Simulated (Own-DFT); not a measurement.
# A change of arrangement and its cost: C36Si36, 72 atoms

The numbers are computed, not measured, by runs of the plane-wave DFT program Own-DFT (in-house, retired, unreviewed) at fixed positions, with no spin and no spin-orbit coupling.

Method: PBE; PseudoDojo norm-conserving scalar-relativistic files; cutoff 42 hartree; 4 x 4 x 3 k mesh centred on Gamma; Fermi-Dirac smearing of 0.1 eV.

Keep in mind: forces on such cells passed a denser k mesh, each cell not checked; stress not checked against mesh or cutoff.

All cells hold the same atoms in the same cell, with vectors in Å (9.248, 0.000, 0.000); (-4.624, 8.009, 0.000); (0.000, 0.000, 10.068). u is the rms random offset of the atoms per axis. Free energies are per cell, over the lowest run. The arrangements:

- A: 2H SiC
- B: 4H SiC

```
arrangement,u (Å),E (eV),P (GPa)
A,0.0294,0.706,3.89
A,0.0295,0.521,3.80
A,0.0311,0.923,3.97
A,0.0560,7.287,6.14
A,0.0586,7.296,6.06
A,0.0626,9.121,6.51
B,0.0272,0.000,3.63
B,0.0309,0.556,3.80
B,0.0324,0.747,3.85
B,0.0590,7.618,6.08
B,0.0625,7.901,6.06
B,0.0635,9.256,6.86
```

Q: how far apart are the arrangements at u = 0?

## Solution

Fit E = a + b u², with one b for all and one a for each arrangement, and with residuals divided by u², since the noise grows with the moves. Then b = 2732 eV/Å², the scatter at u = 0.04 Å is 0.18 eV, and against A:

- B: -0.32 ± 0.08 eV (lower)

The cells share one lattice and weren't relaxed, which can shift such small differences either way.
